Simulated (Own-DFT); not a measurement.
Simulation results for Si2SnGe13 (diamond-structure random alloy, strained, atoms displaced)

All values are calculated (Own-DFT development build). A calculation, not a measurement: plane-wave density functional theory by an unreviewed code, no spin, of a simulated periodic cell, stress positive in tension, run twice, with PBE and with PBEsol, both on files made for PBE, so the change isn't that of files made for PBEsol, forces on such cells moved up to 12 meV/angstrom on a denser k mesh; the far tail of each file's local potential was reset to the Coulomb form; each entry is a single point on an unrelaxed cell, so the pressure reflects the starting lattice, mostly measured values (interpolated for alloys), from which strain is counted, and rises with the displacements; printed positions are rounded, which can move forces by about a meV/angstrom; the program, named Own-DFT, is a retired in-house code; no spin-orbit coupling; stress was not checked against mesh or cutoff.

```yaml
- formula: Si2SnGe13
  kind: "diamond-structure random alloy, strained, atoms displaced"
  structure:
    cell_angstrom: [[11.1359, 0.0, 0.0], [0.0, 11.1359, 0.0], [0.0, 0.0, 11.3631]]
    atoms_fractional:
      - [Ge, 0.99552, 0.99861, 0.00158]
      - [Ge, 0.00081, 0.24891, 0.25312]
      - [Ge, 0.25805, 0.00542, 0.2486]
      - [Ge, 0.24415, 0.25141, 0.99543]
      - [Ge, 0.12728, 0.12268, 0.12844]
      - [Ge, 0.1201, 0.37733, 0.37682]
      - [Ge, 0.3808, 0.12303, 0.36293]
      - [Ge, 0.37209, 0.38237, 0.12825]
      - [Sn, 0.99735, 0.00189, 0.49486]
      - [Ge, 0.00633, 0.25324, 0.74761]
      - [Ge, 0.24844, 0.99456, 0.75356]
      - [Ge, 0.25133, 0.24883, 0.49789]
      - [Ge, 0.12859, 0.12628, 0.62194]
      - [Ge, 0.12817, 0.37537, 0.88126]
      - [Ge, 0.3738, 0.12532, 0.86998]
      - [Ge, 0.37491, 0.38406, 0.62183]
      - [Ge, 0.00101, 0.50201, 1.0e-05]
      - [Ge, 0.99767, 0.74451, 0.25046]
      - [Ge, 0.2535, 0.50066, 0.2489]
      - [Ge, 0.25818, 0.75335, 0.99502]
      - [Sn, 0.12991, 0.62822, 0.12507]
      - [Si, 0.11906, 0.87733, 0.3841]
      - [Ge, 0.37819, 0.62214, 0.38282]
      - [Ge, 0.36799, 0.88362, 0.12183]
      - [Ge, 0.00847, 0.4985, 0.49852]
      - [Ge, 0.00031, 0.7571, 0.74579]
      - [Sn, 0.24719, 0.49305, 0.75331]
      - [Si, 0.24838, 0.74932, 0.49861]
      - [Ge, 0.12667, 0.62054, 0.62646]
      - [Si, 0.123, 0.87618, 0.88216]
      - [Si, 0.37767, 0.62079, 0.88044]
      - [Ge, 0.37388, 0.86643, 0.61584]
      - [Ge, 0.49715, 0.99619, 0.00451]
      - [Ge, 0.49878, 0.24644, 0.24846]
      - [Ge, 0.75161, 0.9988, 0.24788]
      - [Ge, 0.75171, 0.25527, 0.99582]
      - [Ge, 0.62008, 0.12642, 0.13378]
      - [Si, 0.62688, 0.37716, 0.37191]
      - [Ge, 0.86985, 0.12483, 0.37515]
      - [Ge, 0.87582, 0.37248, 0.1224]
      - [Ge, 0.51018, 0.99197, 0.4952]
      - [Ge, 0.50381, 0.25187, 0.74442]
      - [Ge, 0.75192, 0.99078, 0.7495]
      - [Si, 0.75564, 0.24906, 0.4994]
      - [Ge, 0.62031, 0.12725, 0.63019]
      - [Ge, 0.6184, 0.3793, 0.88001]
      - [Ge, 0.87532, 0.12461, 0.88006]
      - [Ge, 0.87672, 0.37465, 0.62627]
      - [Sn, 0.49882, 0.50152, 0.99954]
      - [Ge, 0.49837, 0.74727, 0.24359]
      - [Ge, 0.74703, 0.49743, 0.24916]
      - [Ge, 0.74861, 0.7449, 0.00214]
      - [Ge, 0.62554, 0.63245, 0.12326]
      - [Ge, 0.62412, 0.87339, 0.37398]
      - [Ge, 0.87787, 0.62204, 0.37999]
      - [Ge, 0.87469, 0.88307, 0.11646]
      - [Si, 0.50265, 0.5022, 0.49912]
      - [Ge, 0.50414, 0.75347, 0.75149]
      - [Ge, 0.74876, 0.49549, 0.75008]
      - [Ge, 0.74871, 0.7483, 0.49627]
      - [Ge, 0.63045, 0.62522, 0.61836]
      - [Si, 0.62154, 0.87367, 0.87527]
      - [Ge, 0.87151, 0.62169, 0.87417]
      - [Ge, 0.8701, 0.87457, 0.63315]
  settings:
    functional: "PBE, then PBEsol"
    potential_files: "PseudoDojo norm-conserving, scalar-relativistic, standard set"
    "wave_cutoff [hartree]": 49.0
    occupations: Fermi-Dirac
    "smearing_width [eV]": 0.1
    k_mesh: "3 x 3 x 3 centred on Gamma"
  results:
    "PBE_pressure [GPa]": 8.06
    "PBE_stress_xx [GPa]": -8.63
    "PBE_stress_yy [GPa]": -8.44
    "PBE_stress_zz [GPa]": -7.12
    "PBE_stress_yz [GPa]": -0.62
    "PBE_stress_xz [GPa]": 1.03
    "PBE_stress_xy [GPa]": 1.13
    "PBEsol_pressure [GPa]": 4.99
    "PBEsol_stress_xx [GPa]": -5.57
    "PBEsol_stress_yy [GPa]": -5.37
    "PBEsol_stress_zz [GPa]": -4.05
    "PBEsol_stress_yz [GPa]": -0.59
    "PBEsol_stress_xz [GPa]": 0.98
    "PBEsol_stress_xy [GPa]": 1.08
    force_element: [Ge, Ge, Ge, Ge, Ge, Ge, Ge, Ge, Sn, Ge, Ge, Ge, Ge, Ge, Ge, Ge, Ge, Ge, Ge, Ge, Sn, Si, Ge, Ge, Ge, Ge, Sn, Si, Ge, Si, Si, Ge, Ge, Ge, Ge, Ge, Ge, Si, Ge, Ge, Ge, Ge, Ge, Si, Ge, Ge, Ge, Ge, Sn, Ge, Ge, Ge, Ge, Ge, Ge, Ge, Si, Ge, Ge, Ge, Ge, Si, Ge, Ge]
    "PBE_force_x [eV/angstrom]": [1.556, -0.343, -1.943, 1.191, -0.393, 1.342, 0.1, -0.553, -0.682, -0.315, -0.122, 0.593, 0.712, -2.434, 0.381, 1.613, -0.96, -0.819, 0.253, 0.02, 0.167, 2.499, -0.334, 0.64, -1.267, 0.498, 0.935, -0.642, -0.676, 0.046, -0.703, 0.157, 0.828, 0.218, -0.418, -0.828, 1.049, -0.4, -0.975, 0.224, -1.469, -1.136, -1.321, -1.22, 1.633, 1.951, 0.032, 0.035, 0.013, -0.757, 0.374, 0.277, 0.759, 0.741, -0.376, -0.561, 0.659, -0.564, -0.268, 0.653, -0.741, 0.52, 0.581, -0.033]
    "PBE_force_y [eV/angstrom]": [0.757, -0.031, -1.166, -0.723, 0.291, -0.69, 0.049, -2.407, 0.124, -0.508, -0.154, 0.176, 0.286, -0.968, 0.056, -1.742, -0.826, 2.244, -0.619, 0.518, 0.237, -2.219, 0.497, -1.317, 0.406, -0.932, 1.531, -0.301, 1.971, -0.237, 2.736, 0.665, 0.931, 2.061, 0.058, -0.747, -0.382, -0.708, 1.325, 0.331, 1.353, 0.756, 1.515, 0.521, -0.83, -2.034, 0.148, -0.152, 0.622, 0.776, 0.439, 1.319, -0.517, -0.788, -0.273, -1.791, -0.583, -0.997, 0.25, 0.446, -0.376, 0.129, 0.434, -0.943]
    "PBE_force_z [eV/angstrom]": [-0.484, -0.322, 0.73, 1.202, -0.444, -0.801, 2.356, 0.326, 1.939, 0.61, -0.622, -0.463, 1.242, 0.577, 0.387, -1.555, -0.664, 1.093, 2.136, -0.945, -0.547, -2.657, -0.663, 0.413, 0.869, 1.208, 0.48, -0.321, -1.093, -0.706, -1.907, 0.799, -0.997, 0.248, 0.178, 0.64, -1.658, 0.961, -1.285, 0.405, 0.805, 0.849, 1.43, 0.146, -1.318, -2.275, -1.316, -0.545, 1.554, 0.782, -0.035, -1.054, 1.303, -1.225, -0.505, 1.364, -0.103, -0.183, -0.174, 0.219, 0.857, 0.585, -0.367, -1.465]
    "PBEsol_force_x [eV/angstrom]": [1.458, -0.332, -1.843, 1.144, -0.376, 1.295, 0.095, -0.544, -0.719, -0.298, -0.084, 0.557, 0.686, -2.359, 0.356, 1.524, -0.926, -0.814, 0.255, 0.021, 0.155, 2.409, -0.333, 0.629, -1.222, 0.439, 0.866, -0.584, -0.693, 0.045, -0.696, 0.204, 0.758, 0.182, -0.408, -0.79, 1.0, -0.387, -0.903, 0.213, -1.421, -1.101, -1.241, -1.156, 1.556, 1.91, 0.033, 0.073, 0.069, -0.717, 0.4, 0.29, 0.741, 0.717, -0.361, -0.549, 0.608, -0.554, -0.251, 0.627, -0.682, 0.511, 0.555, -0.035]
    "PBEsol_force_y [eV/angstrom]": [0.762, -0.029, -1.095, -0.689, 0.29, -0.667, 0.048, -2.33, 0.186, -0.484, -0.101, 0.175, 0.294, -0.949, 0.055, -1.73, -0.815, 2.143, -0.606, 0.513, 0.219, -2.142, 0.485, -1.264, 0.393, -0.93, 1.443, -0.34, 1.872, -0.23, 2.692, 0.677, 0.926, 1.943, 0.065, -0.716, -0.375, -0.695, 1.245, 0.327, 1.298, 0.724, 1.484, 0.474, -0.828, -1.978, 0.142, -0.119, 0.548, 0.75, 0.462, 1.244, -0.493, -0.756, -0.257, -1.729, -0.529, -0.973, 0.252, 0.422, -0.323, 0.124, 0.414, -0.912]
    "PBEsol_force_z [eV/angstrom]": [-0.43, -0.312, 0.665, 1.154, -0.426, -0.765, 2.252, 0.325, 1.938, 0.588, -0.635, -0.442, 1.207, 0.562, 0.377, -1.467, -0.652, 1.04, 2.059, -0.837, -0.528, -2.643, -0.715, 0.392, 0.838, 1.134, 0.426, -0.278, -1.042, -0.688, -1.869, 0.817, -0.921, 0.207, 0.172, 0.621, -1.59, 0.866, -1.284, 0.386, 0.771, 0.828, 1.349, 0.173, -1.248, -2.216, -1.265, -0.486, 1.566, 0.756, -0.074, -0.991, 1.263, -1.173, -0.495, 1.32, -0.064, -0.251, -0.165, 0.221, 0.86, 0.571, -0.343, -1.408]
    "rms_change_of_force_components_from_PBE_to_PBEsol [eV/angstrom]": 0.045
```
